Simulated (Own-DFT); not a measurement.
## Calculated data, Hf36O71 (tetragonal hafnia with one neutral oxygen vacancy, atoms displaced)

A calculation, not a measurement: plane-wave PBE and HSE06 DFT by an unreviewed code, no spin, of a simulated cell at Gamma alone, so results move with cell size and shape, stress positive in tension, energies less offsets, not probed for a lower state with spin; hafnium file: forces about 75 meV/angstrom off all-electron values; oxygen file: force components 24 meV/angstrom off all-electron in a glass; k mesh not checked against a denser one; forces and stress are PBE's, HSE06 gives the energy alone, and its difference from PBE has offsets of its own; offsets are fitted by least squares, one for each functional and potential file, so energies compare only between cells with the same atoms and settings and are not formation energies; the far tail of each file's local potential was reset to the Coulomb form; each entry is a single point on an unrelaxed cell, so the pressure reflects the starting lattice, taken from the Materials Project, from which strain is counted, and rises with the displacements; printed positions are rounded, which can move forces by about a meV/angstrom; the program is a retired in-house code; no spin-orbit coupling. Program: Own-DFT development build.

Common to all runs: first functional PBE; second functional HSE06; exact exchange share 0.25; screening 0.11 1/bohr; exchange divergence Gygi-Baldereschi; potential files PseudoDojo norm-conserving, scalar-relativistic, made for PBE, standard set; wave cutoff 48 hartree; occupations fixed; k mesh 1 x 1 x 1 centred on Gamma.

(1) 
```cif
# cell vector a (Å): 10.7800 0.0000 0.0000
# cell vector b (Å): 0.0000 10.7800 0.0000
# cell vector c (Å): 0.0000 0.0000 10.4493
data_Hf36O71
_symmetry_space_group_name_H-M 'P 1'
_symmetry_Int_Tables_number 1
_cell_length_a 10.7800
_cell_length_b 10.7800
_cell_length_c 10.4493
_cell_angle_alpha 90.000
_cell_angle_beta 90.000
_cell_angle_gamma 90.000
_cell_volume 1214.30
loop_
_atom_site_label
_atom_site_type_symbol
_atom_site_fract_x
_atom_site_fract_y
_atom_site_fract_z
_atom_site_occupancy
Hf1 Hf 0.99998 0.99924 0.99980 1
Hf2 Hf 0.16624 0.16794 0.25079 1
O1 O 0.00203 0.16862 0.15548 1
O2 O 0.16561 0.99335 0.34963 1
O3 O 0.00967 0.16209 0.40316 1
O4 O 0.16227 0.99761 0.09800 1
Hf3 Hf 0.99745 0.99895 0.49599 1
Hf4 Hf 0.16853 0.16527 0.75280 1
O5 O 0.00140 0.16627 0.65155 1
O6 O 0.16058 0.99687 0.84961 1
O7 O 0.00037 0.16733 0.90405 1
O8 O 0.16612 0.99720 0.59714 1
Hf5 Hf 0.99950 0.33007 0.99714 1
Hf6 Hf 0.16921 0.49876 0.25290 1
O9 O 0.99842 0.49760 0.15245 1
O10 O 0.16546 0.33115 0.34519 1
O11 O 0.00072 0.50125 0.39773 1
O12 O 0.16479 0.33513 0.09547 1
Hf7 Hf 0.00226 0.33229 0.50048 1
Hf8 Hf 0.17039 0.49758 0.74900 1
O13 O 0.99970 0.50092 0.65294 1
O14 O 0.16704 0.33263 0.85156 1
O15 O 0.00305 0.50370 0.90537 1
O16 O 0.16967 0.32862 0.59185 1
Hf9 Hf 0.99742 0.66712 0.99827 1
Hf10 Hf 0.16859 0.83399 0.25295 1
O17 O 0.99570 0.82976 0.15333 1
O18 O 0.16422 0.66410 0.34663 1
O19 O 0.99624 0.83236 0.40148 1
O20 O 0.16895 0.67057 0.09669 1
Hf11 Hf 0.00439 0.66569 0.49738 1
Hf12 Hf 0.16203 0.83209 0.74497 1
O21 O 0.00441 0.83062 0.64995 1
O22 O 0.16497 0.66731 0.84825 1
O23 O 0.00427 0.83974 0.90528 1
O24 O 0.16510 0.66842 0.59942 1
Hf13 Hf 0.33169 0.00417 0.99757 1
Hf14 Hf 0.49601 0.17128 0.24829 1
O25 O 0.33846 0.16448 0.15344 1
O26 O 0.49730 0.99900 0.35214 1
O27 O 0.33211 0.16274 0.39757 1
O28 O 0.49906 0.99923 0.09784 1
Hf15 Hf 0.33142 0.99854 0.49854 1
Hf16 Hf 0.49933 0.16263 0.74863 1
O29 O 0.34034 0.16860 0.64965 1
O30 O 0.49883 0.99781 0.84290 1
O31 O 0.33243 0.16820 0.90629 1
O32 O 0.50216 0.99970 0.60411 1
Hf17 Hf 0.33522 0.33259 0.00360 1
Hf18 Hf 0.49562 0.49643 0.24640 1
O33 O 0.33182 0.49958 0.15447 1
O34 O 0.49938 0.33067 0.34635 1
O35 O 0.33585 0.49734 0.40095 1
O36 O 0.50368 0.33860 0.09990 1
Hf19 Hf 0.33302 0.33250 0.50214 1
Hf20 Hf 0.50066 0.49601 0.75177 1
O37 O 0.32860 0.50098 0.65224 1
O38 O 0.49836 0.33756 0.84813 1
O39 O 0.33043 0.50127 0.89964 1
O40 O 0.50294 0.33116 0.59437 1
Hf21 Hf 0.32904 0.66361 0.00300 1
Hf22 Hf 0.50443 0.83519 0.24999 1
O41 O 0.33140 0.83636 0.15249 1
O42 O 0.50321 0.66263 0.34739 1
O43 O 0.33168 0.83360 0.40168 1
O44 O 0.49954 0.66931 0.10070 1
Hf23 Hf 0.33102 0.66598 0.49974 1
Hf24 Hf 0.50175 0.83855 0.75021 1
O45 O 0.33706 0.83343 0.65307 1
O46 O 0.50050 0.66850 0.84565 1
O47 O 0.33248 0.83200 0.90497 1
O48 O 0.50126 0.66969 0.59892 1
Hf25 Hf 0.66206 0.00040 0.00017 1
Hf26 Hf 0.83224 0.16422 0.24776 1
O49 O 0.66729 0.16814 0.15242 1
O50 O 0.83548 0.00067 0.34826 1
O51 O 0.66844 0.16494 0.39799 1
O52 O 0.83387 0.00272 0.09794 1
Hf27 Hf 0.66862 0.00287 0.49963 1
Hf28 Hf 0.83847 0.16190 0.74738 1
O53 O 0.66161 0.17289 0.64842 1
O54 O 0.83293 0.99534 0.84591 1
O55 O 0.66863 0.16990 0.90338 1
O56 O 0.82797 0.00294 0.59570 1
Hf29 Hf 0.66469 0.33350 0.99380 1
Hf30 Hf 0.83155 0.50413 0.24984 1
O57 O 0.66684 0.50003 0.15075 1
O58 O 0.83752 0.33221 0.35198 1
O59 O 0.66634 0.49807 0.40378 1
O60 O 0.83147 0.33791 0.09515 1
Hf31 Hf 0.67034 0.33646 0.50198 1
Hf32 Hf 0.83762 0.50540 0.75178 1
O61 O 0.67076 0.50147 0.65486 1
O62 O 0.83443 0.33275 0.84996 1
O63 O 0.83470 0.33935 0.59601 1
Hf33 Hf 0.66800 0.66572 0.00275 1
Hf34 Hf 0.83259 0.82865 0.25357 1
O64 O 0.66900 0.83392 0.14872 1
O65 O 0.83506 0.66629 0.34754 1
O66 O 0.66910 0.83505 0.40024 1
O67 O 0.83323 0.66992 0.09844 1
Hf35 Hf 0.66328 0.66647 0.50056 1
Hf36 Hf 0.83667 0.83102 0.74397 1
O68 O 0.67172 0.83103 0.65304 1
O69 O 0.83316 0.66957 0.84808 1
O70 O 0.67021 0.83629 0.90224 1
O71 O 0.83698 0.67000 0.59641 1
_calc_PBE_energy_of_cell_above_offsets '-100.799'  # eV
_calc_HSE06_less_PBE_above_offsets '-0.126'  # eV
_calc_PBE_pressure 0.78  # GPa
_calc_PBE_stress_xx -0.62  # GPa
_calc_PBE_stress_yy -0.42  # GPa
_calc_PBE_stress_zz -1.29  # GPa
_calc_PBE_stress_yz -0.37  # GPa
_calc_PBE_stress_xz 0.18  # GPa
_calc_PBE_stress_xy -0.01  # GPa
```

Force:
```tsv
element	x (eV/Å)	y (eV/Å)	z (eV/Å)
Hf	-0.516	-0.021	0.661
Hf	-0.172	-0.884	0.058
O	-0.223	0.217	-0.25
O	0.066	1.138	0.018
O	-0.132	0.634	0.161
O	0.934	0.458	0.092
Hf	0.315	-0.149	-0.018
Hf	-0.09	-0.273	-0.226
O	0.229	0.048	0.213
O	0.786	1.18	-0.636
O	-0.022	-0.532	-0.791
O	0.025	0.373	0.14
Hf	-0.841	1.315	0.919
Hf	-1.668	-0.107	-0.693
O	0.493	0.486	0.263
O	0.236	0.484	0.274
O	0.29	-0.431	0.862
O	1.021	-0.357	0.283
Hf	-1.072	0.302	-0.9
Hf	-0.975	0.833	1.167
O	1.034	-0.263	-0.229
O	0.018	-0.335	-0.942
O	-0.312	-0.799	-0.512
O	-0.449	0.091	1.022
Hf	0.844	0.541	0.701
Hf	-0.308	-0.383	-1.348
O	0.671	0.136	0.282
O	0.398	0.349	0.546
O	0.142	-0.096	0.276
O	-0.903	-0.447	0.302
Hf	-0.855	-0.23	-0.07
Hf	1.723	-0.152	1.271
O	-1.204	0.423	-0.344
O	-0.044	-0.236	-0.557
O	-0.311	-1.628	-0.733
O	0.617	-0.066	-0.329
Hf	-0.411	-2.298	0.945
Hf	1.805	-1.222	1.002
O	-1.511	0.427	-0.89
O	0.086	0.227	-0.47
O	-0.26	0.678	0.592
O	-0.131	0.012	-0.289
Hf	0.743	-0.179	0.113
Hf	1.092	0.594	-0.421
O	-1.528	-0.123	0.43
O	-0.098	1.331	1.481
O	0.026	0.101	-0.808
O	-0.089	-0.001	-0.687
Hf	-0.512	0.917	-0.278
Hf	1.312	0.559	0.625
O	0.005	-0.161	-0.689
O	-0.254	0.513	0.066
O	-0.353	0.267	0.238
O	-0.913	-0.335	-0.321
Hf	1.17	-0.531	-0.805
Hf	0.315	1.802	-0.307
O	0.982	-0.245	-0.589
O	0.217	-1.152	0.352
O	0.053	-0.697	0.443
O	-0.829	0.828	0.351
Hf	0.856	1.308	-0.779
Hf	-0.593	-0.33	-0.21
O	0.555	0.04	0.583
O	-0.133	0.645	0.039
O	-0.066	-0.78	0.265
O	-0.052	-0.276	-0.39
Hf	0.933	0.356	0.236
Hf	0.13	-1.886	-0.326
O	-0.872	0.001	-0.199
O	0.553	-0.811	0.095
O	0.14	0.545	0.086
O	-0.557	-0.377	-0.635
Hf	1.305	-0.179	0.261
Hf	-0.431	0.527	0.017
O	-0.574	-0.113	-0.138
O	0.213	-0.163	0.112
O	0.09	0.409	0.529
O	-0.357	0.254	-0.272
Hf	-1.28	0.144	-0.633
Hf	-1.292	0.488	0.626
O	1.222	-0.405	0.659
O	0.294	1.014	-0.52
O	-0.486	-0.97	-0.491
O	1.473	0.13	0.506
Hf	1.329	0.935	0.663
Hf	0.547	-1.472	-0.247
O	-0.286	0.461	-0.15
O	0.062	-0.04	-0.618
O	0.146	0.455	-0.096
O	0.011	-0.415	-0.123
Hf	0.198	-0.962	-0.53
Hf	-0.396	-1.015	0.012
O	-0.54	0.045	0.541
O	-0.087	0.28	-0.816
O	0.53	-0.538	0.385
Hf	-0.897	0.188	-0.585
Hf	0.273	0.913	-0.699
O	-0.36	0.122	0.479
O	-0.274	-0.235	0.265
O	-0.199	-0.289	0.178
O	-0.244	-0.432	-0.011
Hf	0.235	0.117	0.064
Hf	-0.683	0.178	0.696
O	-0.539	0.037	-0.268
O	-0.001	-0.215	0.274
O	-0.414	-0.419	0.232
O	-0.145	-0.197	-0.09
```

(2) 
```cif
# cell vector a (Å): 10.7800 0.0000 0.0000
# cell vector b (Å): 0.0000 10.7800 0.0000
# cell vector c (Å): 0.0000 0.0000 10.4493
data_Hf36O71
_symmetry_space_group_name_H-M 'P 1'
_symmetry_Int_Tables_number 1
_cell_length_a 10.7800
_cell_length_b 10.7800
_cell_length_c 10.4493
_cell_angle_alpha 90.000
_cell_angle_beta 90.000
_cell_angle_gamma 90.000
_cell_volume 1214.30
loop_
_atom_site_label
_atom_site_type_symbol
_atom_site_fract_x
_atom_site_fract_y
_atom_site_fract_z
_atom_site_occupancy
Hf1 Hf 0.99350 0.98848 0.99354 1
Hf2 Hf 0.15869 0.15419 0.25146 1
O1 O 0.00801 0.16886 0.14956 1
O2 O 0.16339 0.00503 0.33406 1
O3 O 0.00607 0.17584 0.40263 1
O4 O 0.18124 0.99340 0.09660 1
Hf3 Hf 0.00841 0.99785 0.48856 1
Hf4 Hf 0.16434 0.15882 0.75417 1
O5 O 0.01361 0.15804 0.64818 1
O6 O 0.17076 0.99480 0.83978 1
O7 O 0.99978 0.17038 0.89131 1
O8 O 0.17304 0.00314 0.59766 1
Hf5 Hf 0.00102 0.32376 0.00360 1
Hf6 Hf 0.17105 0.49787 0.24453 1
O9 O 0.00135 0.50573 0.14901 1
O10 O 0.16697 0.32275 0.34156 1
O11 O 0.99622 0.50353 0.41296 1
O12 O 0.15548 0.33831 0.10211 1
Hf7 Hf 0.00893 0.32332 0.49414 1
Hf8 Hf 0.15837 0.51298 0.74423 1
O13 O 0.99647 0.49573 0.65258 1
O14 O 0.18113 0.32802 0.85383 1
O15 O 0.15552 0.32827 0.60334 1
Hf9 Hf 0.00142 0.66007 0.01270 1
Hf10 Hf 0.16599 0.84158 0.23567 1
O16 O 0.00021 0.83930 0.15428 1
O17 O 0.17364 0.66492 0.34286 1
O18 O 0.00022 0.83071 0.40335 1
O19 O 0.16289 0.65525 0.08767 1
Hf11 Hf 0.99924 0.66763 0.48893 1
Hf12 Hf 0.16085 0.83173 0.75160 1
O20 O 0.99731 0.82044 0.65464 1
O21 O 0.16142 0.65763 0.84692 1
O22 O 0.99992 0.82529 0.91538 1
O23 O 0.16503 0.65370 0.59812 1
Hf13 Hf 0.33460 0.99725 0.00008 1
Hf14 Hf 0.50676 0.16049 0.24894 1
O24 O 0.31786 0.16524 0.16496 1
O25 O 0.50541 0.00503 0.34963 1
O26 O 0.32955 0.16479 0.41847 1
O27 O 0.50435 0.98571 0.09978 1
Hf15 Hf 0.33749 0.99832 0.49980 1
Hf16 Hf 0.49494 0.16053 0.74563 1
O28 O 0.32620 0.17333 0.64885 1
O29 O 0.50656 0.99891 0.85635 1
O30 O 0.33763 0.15994 0.89396 1
O31 O 0.51172 0.98621 0.59385 1
Hf17 Hf 0.33982 0.33283 0.99751 1
Hf18 Hf 0.49769 0.50570 0.27184 1
O32 O 0.32956 0.50123 0.16308 1
O33 O 0.50486 0.33797 0.34395 1
O34 O 0.33481 0.50117 0.39819 1
O35 O 0.49682 0.33829 0.10517 1
Hf19 Hf 0.34721 0.33645 0.50122 1
Hf20 Hf 0.49552 0.48878 0.73596 1
O36 O 0.31680 0.48586 0.63662 1
O37 O 0.49481 0.33597 0.84014 1
O38 O 0.35611 0.50644 0.90378 1
O39 O 0.49566 0.32926 0.61112 1
Hf21 Hf 0.34065 0.67872 0.99854 1
Hf22 Hf 0.48569 0.83210 0.25376 1
O40 O 0.32481 0.83938 0.15204 1
O41 O 0.49669 0.66568 0.33944 1
O42 O 0.32321 0.85088 0.40224 1
O43 O 0.48776 0.66122 0.11073 1
Hf23 Hf 0.34321 0.66092 0.51369 1
Hf24 Hf 0.50857 0.84158 0.75097 1
O44 O 0.33672 0.83844 0.64865 1
O45 O 0.49601 0.66957 0.85733 1
O46 O 0.32621 0.83484 0.90543 1
O47 O 0.50542 0.67131 0.59007 1
Hf25 Hf 0.65602 0.00921 0.00770 1
Hf26 Hf 0.82514 0.16895 0.25439 1
O48 O 0.66646 0.17763 0.13337 1
O49 O 0.84582 0.99835 0.35989 1
O50 O 0.66082 0.16108 0.39688 1
O51 O 0.83165 0.00048 0.08009 1
Hf27 Hf 0.67120 0.99407 0.49126 1
Hf28 Hf 0.82729 0.16621 0.75545 1
O52 O 0.68033 0.16578 0.65162 1
O53 O 0.83255 0.00389 0.83251 1
O54 O 0.65827 0.17406 0.89800 1
O55 O 0.83937 0.99832 0.59054 1
Hf29 Hf 0.66196 0.33912 0.00085 1
Hf30 Hf 0.83156 0.49005 0.25019 1
O56 O 0.66427 0.48978 0.15107 1
O57 O 0.83386 0.32225 0.35614 1
O58 O 0.66084 0.50401 0.39603 1
O59 O 0.83011 0.33718 0.09962 1
Hf31 Hf 0.66968 0.32886 0.49823 1
Hf32 Hf 0.82789 0.50125 0.76012 1
O60 O 0.66882 0.49817 0.64204 1
O61 O 0.83206 0.32887 0.84711 1
O62 O 0.67659 0.49974 0.89878 1
O63 O 0.84250 0.32446 0.59243 1
Hf33 Hf 0.65178 0.67499 0.00221 1
Hf34 Hf 0.83190 0.83019 0.25925 1
O64 O 0.66071 0.83367 0.15150 1
O65 O 0.82622 0.66763 0.32791 1
O66 O 0.66126 0.82501 0.39168 1
O67 O 0.83506 0.67697 0.09233 1
Hf35 Hf 0.66209 0.66539 0.49688 1
Hf36 Hf 0.82942 0.83068 0.74317 1
O68 O 0.67250 0.81792 0.64769 1
O69 O 0.83652 0.67029 0.84769 1
O70 O 0.66649 0.83131 0.88716 1
O71 O 0.83606 0.67052 0.60426 1
_calc_PBE_pressure ?
```

To be estimated
1. Hf36O71 (tetragonal hafnia with one neutral oxygen vacancy, atoms displaced) (entry 2): PBE pressure?
2. Give the table of force values for Hf36O71 (tetragonal hafnia with one neutral oxygen vacancy, atoms displaced) (entry 2).

Answers
1. 4.94 GPa
2. 
Force:
```tsv
element	x (eV/Å)	y (eV/Å)	z (eV/Å)
Hf	0.903	1.666	-0.036
Hf	0.392	5.687	-1.059
O	-3.415	-0.914	-0.434
O	-0.755	-4.216	3.225
O	-0.781	-4.962	-2.225
O	-3.199	0.109	-0.755
Hf	-0.415	1.859	2.803
Hf	-0.335	2.945	-1.262
O	-2.52	-0.583	-0.197
O	-0.467	-0.71	1.626
O	0.286	-1.551	1.307
O	-0.461	-1.38	-1.028
Hf	0.476	1.101	-1.058
Hf	-1.089	-0.887	0.87
O	-1.71	-0.251	0.932
O	0.188	1.961	0.667
O	-0.651	-1.237	-1.989
O	2.025	0.32	-0.966
Hf	0.661	3.364	3.248
Hf	-1.501	-4.506	-0.429
O	-0.624	0.753	1.581
O	-0.318	1.035	-0.043
O	2.138	0.334	-0.782
Hf	-1.931	-1.557	-2.51
Hf	-1.177	-1.852	2.564
O	-0.654	0.567	0.064
O	-0.381	1.159	-0.161
O	-0.091	0.366	-1.152
O	2.702	1.274	1.239
Hf	0.588	-1.077	2.815
Hf	0.116	-0.752	-0.895
O	1.588	0.927	0.092
O	0.247	2.759	0.773
O	0.658	0.997	-1.518
O	0.923	1.287	-0.515
Hf	-0.08	1.25	-0.679
Hf	-2.324	2.326	-0.397
O	4.413	-0.064	-1.453
O	-0.176	-1.307	-0.473
O	1.124	0.306	-1.368
O	-2.361	1.211	1.359
Hf	-0.41	1.722	2.143
Hf	-0.109	1.202	0.557
O	2.417	-0.691	1.096
O	-0.309	-0.034	-0.853
O	1.044	-0.171	1.419
O	-0.548	0.92	1.001
Hf	-2.416	1.164	-0.251
Hf	-0.656	-2.44	-5.279
O	1.559	-0.465	-1.273
O	-0.005	-2.848	2.14
O	0.931	0.041	1.18
O	-0.016	-1.113	-1.128
Hf	-4.52	-1.524	-0.647
Hf	-0.344	0.916	2.229
O	3.407	1.532	0.851
O	0.228	-1.191	0.841
O	-0.723	-0.521	0.191
O	2.29	-0.014	-1.37
Hf	-1.584	-3.676	-0.057
Hf	1.385	0.496	-0.435
O	2.665	-1.073	-0.91
O	-0.396	3.298	3.359
O	1.095	-3.376	-1.567
O	1.591	1.159	-0.556
Hf	-4.474	0.607	-2.311
Hf	0.187	-1.306	-0.023
O	-0.13	-1.106	1.07
O	0.715	0.861	-1.253
O	0.374	0.669	-0.899
O	-0.733	-0.704	1.699
Hf	2.575	-0.723	-2.924
Hf	2.067	-0.495	-1.336
O	-0.298	-1.758	2.366
O	-1.357	0.881	-2.289
O	0.492	0.492	-0.77
O	-0.836	0.276	1.583
Hf	1.467	-0.361	1.37
Hf	3.398	1.286	-1.441
O	-4.091	0.032	-1.72
O	0.361	-1.921	1.753
O	-0.151	-0.925	0.109
O	-0.713	-0.692	-0.454
Hf	0.357	0.773	-0.183
Hf	0.488	0.523	-1.415
O	0.145	0.979	0.542
O	-1.254	1.263	-1.078
O	0.714	-1.017	0.691
O	0.636	-0.491	0.748
Hf	1.907	0.642	1.656
Hf	1.804	0.296	-0.831
O	-1.089	-0.392	0.107
O	-0.105	0.983	0.675
O	-1.091	0.865	0.285
O	-1.997	0.1	-0.241
Hf	2.079	-0.585	-0.271
Hf	-0.156	0.514	-2.966
O	0.004	-0.192	0.049
O	0.377	-1.681	2.316
O	0.255	1.358	0.745
O	-1.858	-0.04	0.466
Hf	3.379	0.008	0.776
Hf	1.006	-0.596	0.688
O	-1.811	0.957	-0.799
O	0.012	-0.606	-0.101
O	-0.35	0.731	1.56
O	-0.884	-0.577	-2.404
```

Further results for Hf36O71 (tetragonal hafnia with one neutral oxygen vacancy, atoms displaced) (entry 2):

- PBE energy of cell above offsets: -88.883 eV
- HSE06 less PBE above offsets: 0.547 eV
- PBE stress xx: -3.19 GPa
- PBE stress yy: -6.86 GPa
- PBE stress zz: -4.76 GPa
- PBE stress yz: -0.16 GPa
- PBE stress xz: -0.95 GPa
- PBE stress xy: 0.21 GPa
